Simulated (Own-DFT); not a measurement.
# Two functionals across a range of volumes: C40 NbSi2, 36 atoms (Nb12Si24)

The numbers are computed, not measured, by runs of the plane-wave DFT program Own-DFT (in-house, retired, unreviewed) at fixed positions, with no spin and no spin-orbit coupling.

Keep in mind: forces on such cells failed a check on a denser k mesh; stress not checked against mesh or cutoff.

Each geometry was run with PBE and with PBEsol, otherwise alike: PseudoDojo norm-conserving scalar-relativistic files made for PBE; cutoff 42 hartree; 4 x 4 x 5 k mesh centred on Gamma; cold (Marzari-Vanderbilt) smearing of 0.2 eV. Unstrained cell vectors in Å: (0.000, 8.324, 0.000); (-9.613, 0.000, 0.000); (0.000, 0.000, 6.586). Each has a uniform strain, of which the change of volume is shown, and random moves of rms u per axis.

| run | volume change (%) | u (Å) | P with PBE (GPa) | P with PBEsol (GPa) |
|---|---|---|---|---|
| 1 | 1.78 | 0.0517 | 0.03 | -3.55 |
| 2 | 2.26 | 0.0519 | -1.45 | -5.00 |
| 3 | -1.39 | 0.0471 | 6.17 | 2.46 |
| 4 | 0.78 | 0.0484 | 1.91 | -1.71 |
| 5 | 2.04 | 0.0499 | -0.64 | -4.20 |
| 6 | 3.83 | 0.0478 | -3.25 | -6.74 |
| 7 | 2.25 | 0.0561 | -0.78 | -4.34 |
| 8 | 0.84 | 0.0537 | 1.37 | -2.24 |
| 9 | -0.98 | 0.0574 | 4.51 | 0.80 |
| 10 | -2.55 | 0.0430 | 7.21 | 3.44 |
| 11 | -0.15 | 0.0425 | 3.37 | ? |

The question: by how much does PBEsol shrink this cell, and what belongs in the blank?

## Solution

Write v for the change of volume as a fraction. Fitted to v and u², the PBE pressure has a slope of -172 ± 7 GPa in v, with the ions held to the strained lattice. The difference PBEsol less PBE is -3.66 + 4.4 v GPa (slope ± 0.1) and averages -3.62 GPa. Divided by the mean slope of the two, 170 GPa, that makes PBEsol's volume at a given pressure, near 0 GPa, about 2.1 % smaller, or 0.71 % in lengths. At one volume PBEsol's slope is the smaller by 4 GPa, but its pressure there is lower too. If stiffness rises by about 4 GPa for each GPa, PBEsol at equal pressure is stiffer by about 10 GPa. Files made for PBEsol would give a different shift.

For run 11 the line gives -0.29 GPa. The calculation gave -0.30 GPa.
